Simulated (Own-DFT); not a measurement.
# Strain and stress in hcp Ru, 36 atoms (Ru36)

Calculated results; nothing here was measured. They come from Own-DFT, an in-house plane-wave density functional program, since retired, whose code no person has reviewed. Each row is one single-point run on a periodic cell that was not relaxed, without spin or spin-orbit coupling.

Settings of every run: PBE; PseudoDojo norm-conserving scalar-relativistic files; cutoff 50 hartree; 5 x 5 x 4 k mesh centred on Gamma; cold (Marzari-Vanderbilt) smearing of 0.2 eV.

Known limits: forces on such cells failed a check on a denser k mesh; stress not checked against mesh or cutoff.

Unstrained cell vectors in Å: (8.118, 0.000, 0.000); (-4.059, 7.030, 0.000); (0.000, 0.000, 8.563). The unstrained cell has measured lattice constants (interpolated for alloys), not those of this functional. That, the random moves and any unrelaxed bonds set the pressure at no strain. Each run strains this cell uniformly, with the atoms carried along. Every atom was also moved at random, by a Gaussian of width 0.05 Å on each axis. Strain is the symmetric tensor, in per cent. Stress is positive in tension, and the pressure is minus a third of its trace.

```
run,e_xx (%),e_yy (%),e_zz (%),e_yz (%),e_xz (%),e_xy (%),s_xx (GPa),s_yy (GPa),s_zz (GPa),s_yz (GPa),s_xz (GPa),s_xy (GPa),P (GPa),E (meV/atom)
1,0.75,0.79,1.16,-1.70,-1.91,1.99,0.06,-0.43,1.49,-5.80,-5.98,6.73,-0.37,13.1
2,-1.47,-0.52,0.81,-1.73,-0.04,-0.88,-16.14,-13.44,-6.16,-6.78,0.29,-3.86,11.91,20.5
3,1.07,-0.85,0.20,0.78,-0.76,0.03,-4.04,-12.70,-8.25,2.58,-3.01,0.80,8.33,46.4
4,-1.19,0.47,-0.72,-1.21,-1.62,1.70,-16.49,-9.29,-14.76,-4.90,-6.73,7.15,13.51,31.5
5,0.52,0.64,-0.88,-0.46,-1.26,0.09,-5.93,-3.77,-12.44,-1.86,-5.12,-0.05,7.38,11.7
6,1.80,-1.15,0.73,1.58,-1.36,-1.70,1.26,-9.96,-2.64,5.54,-4.53,-6.73,3.78,12.8
7,1.06,-0.70,0.91,-1.35,0.67,1.61,-1.19,-7.75,-1.02,-4.95,2.39,6.69,3.32,0.1
8,-0.10,-0.87,1.43,1.56,-1.27,-0.07,-6.98,-10.32,-1.43,5.60,-4.65,-0.48,6.24,5.4
9,-1.01,1.36,-1.65,-1.60,1.35,0.80,-14.28,-5.10,-18.32,-6.32,5.67,3.14,12.57,15.7
10,1.65,-1.69,-0.63,-1.46,-1.59,1.41,-3.28,-17.37,-14.09,-5.59,-5.54,5.76,11.58,40.4
11,0.40,1.06,-1.78,-0.82,1.57,1.58,-6.26,-5.65,-17.70,-3.79,6.54,6.61,9.87,24.5
12,-1.21,0.00,1.79,-0.72,-1.65,-1.29,-11.86,-6.34,2.31,-2.68,-5.87,-5.37,5.30,0.0
13,0.42,1.09,-1.43,1.46,-0.60,1.25,-5.02,-3.71,-14.18,5.68,-2.38,4.98,7.64,2.0
14,0.30,0.08,-1.19,-1.00,-1.21,-1.04,-8.04,-10.41,-15.18,-4.25,-5.03,-4.35,11.21,19.2
15,1.07,-1.31,-0.57,0.18,1.98,-1.20,-5.87,-15.16,-13.80,1.19,7.89,-5.77,11.61,34.5
16,1.89,-0.33,-0.11,-0.20,-0.44,-1.43,?,?,?,?,?,?,?,?
```

E is the free energy for each atom above the lowest run shown.

## Worked fit

Each stress component was fitted by least squares to a constant and the strains of the runs shown, as fractions, with shears doubled. Shear strains stay in the fit of a normal stress only where such slopes are resolved. The slopes, in GPa:

```
stress,at no strain,per e_xx,per e_yy,per e_zz,scatter
s_xx,-8.1,594 ± 19,224 ± 23,193 ± 17,0.63
s_yy,-8.3,194 ± 28,623 ± 34,220 ± 25,0.92
s_zz,-8.5,158 ± 22,222 ± 27,677 ± 19,0.73
```

Each shear stress against twice its own strain: yz 186 ± 5, xz 196 ± 6, xy 209 ± 8 GPa. These are stiffnesses along x, y and z of the frame in which the cell vectors are given, which need not be the crystal's axes. The atoms are held to the strained lattice; where symmetry lets them move under strain, relaxing them would lower some slopes. The table should be nearly symmetric about its diagonal, and what it lacks of that shows the noise. A ninth of its sum, 345 ± 16 GPa, estimates the bulk modulus near the mean pressure of these runs, 8.3 GPa, so it lies above the value at zero pressure.

## Withheld run

Question: what normal stresses and pressure should run 16 give?

The fit gives s_xx = 2.2, s_yy = -7.0, s_zz = -6.9 and P = 3.9 GPa. The calculation gave 1.84, -6.12, -5.25 and P = 3.18 GPa.
